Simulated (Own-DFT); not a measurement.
# Short bonds, stiff crystals?

Source: density functional calculations with Own-DFT, an unreviewed in-house program that is no longer used. Nothing was measured or relaxed, and spin and spin-orbit coupling are left out.

Caveats (not all hold for every row): forces on such cells moved up to 12 meV/angstrom on a denser k mesh; forces not confirmed at this smearing and k mesh; k mesh not checked against a denser one; forces on such cells passed a denser k mesh, each cell not checked; stress not checked against mesh or cutoff.

All runs are PBE with PseudoDojo norm-conserving files; cutoff and k mesh are each material's own. Every cell starts from measured lattice constants and was given uniform random strains and small random moves of its atoms. Each triple is the change of volume in per cent, the rms move u in Å and the pressure in GPa.

- 4H SiC (C36Si36), 10.36 Å³/atom unstrained: (-2.77, 0.051, 12.81); (-2.50, 0.049, 11.63); (-0.80, 0.048, 7.20); (-0.72, 0.049, 6.74); (1.06, 0.049, 2.68); (1.39, 0.046, 1.97); (2.22, 0.051, 0.68)
- wurtzite AlN (Al64N64), 10.45 Å³/atom unstrained: (-1.86, 0.050, 9.88); (-0.92, 0.050, 7.75); (-0.57, 0.051, 6.88); (-0.28, 0.049, 6.49); (-0.09, 0.052, 6.20); (0.62, 0.049, 4.07); (1.42, 0.051, 2.84)
- wurtzite GaN (Ga48N48), 11.42 Å³/atom unstrained: (-1.77, 0.045, 11.04); (-1.72, 0.050, 11.47); (-1.12, 0.047, 9.69); (-1.06, 0.051, 10.29); (0.74, 0.049, 6.10); (2.21, 0.050, 3.44); (2.26, 0.049, 3.43)
- diamond silicon (Si64), 20.02 Å³/atom unstrained: (-3.35, 0.047, 6.19); (-2.10, 0.056, 4.88); (-0.27, 0.048, 2.82); (-0.12, 0.047, 2.46); (1.31, 0.050, 1.57); (2.59, 0.046, 0.23); (3.35, 0.055, -0.22)
- zincblende GaAs (As32Ga32), 22.58 Å³/atom unstrained: withheld
- zincblende InP (In32P32), 25.27 Å³/atom unstrained: (-1.44, 0.047, 4.66); (-1.03, 0.050, 4.45); (-0.81, 0.052, 4.17); (0.96, 0.046, 3.00); (1.49, 0.051, 2.73); (2.17, 0.053, 2.08); (2.23, 0.050, 1.98)
- grey tin (Sn64), 34.15 Å³/atom unstrained: (-2.33, 0.050, 4.94); (-1.92, 0.051, 4.93); (-1.74, 0.055, 4.76); (-1.28, 0.043, 4.33); (-0.99, 0.048, 4.15); (0.22, 0.049, 3.72); (2.10, 0.055, 2.75)

## Fit

Fit a line to each set against the fractional change of volume; B is minus its slope, and u is nearly the same within a set. To take it to zero pressure, assume that B rises by 4 GPa for each GPa: B0 = B - 4 x (mean pressure). The bond length of an ideal tetrahedral crystal with the unstrained volume v is d = (√3/4)(8 v)^(1/3). Cohen's empirical rule reads B0 = (1971 - 220 L) d^(-3.5) GPa, with L = 0 for group IV crystals and SiC and 1 for III-V compounds.

| material | L | d (Å) | B (GPa) | mean P (GPa) | B0 (GPa) | rule (GPa) |
|---|---|---|---|---|---|---|
| 4H SiC (C36Si36) | 0 | 1.888 | 245 ± 10 | 6.2 | 220 ± 10 | 213 |
| wurtzite AlN (Al64N64) | 1 | 1.893 | 218 ± 8 | 6.3 | 193 ± 8 | 188 |
| wurtzite GaN (Ga48N48) | 1 | 1.950 | 198 ± 7 | 7.9 | 166 ± 7 | 169 |
| diamond silicon (Si64) | 0 | 2.352 | 96 ± 4 | 2.6 | 86 ± 4 | 99 |
| zincblende GaAs (As32Ga32) | 1 | 2.448 | ? | ? | ? | 76 |
| zincblende InP (In32P32) | 1 | 2.541 | 71 ± 2 | 3.3 | 58 ± 2 | 67 |
| grey tin (Sn64) | 0 | 2.810 | 51 ± 3 | 4.2 | 34 ± 3 | 53 |

A line through ln[B0/(1971 - 220 L)] against ln d has a slope of -4.5 ± 0.2 and a scatter of 8 %. Against the rule, B0 stands at 103 % for 4H SiC, 103 % for wurtzite AlN, 98 % for wurtzite GaN, 87 % for diamond silicon, 87 % for zincblende InP, 64 % for grey tin. PBE tends to make silicon and heavier crystals too soft, and the rule itself is only a guide.

## Test on the hidden row

Question: what B0 does the fitted trend give for zincblende GaAs (As32Ga32)?

Estimate: 62 GPa. Its own runs give B = 75 ± 3 GPa at a mean pressure of 3.8 GPa, so B0 = 59 GPa.
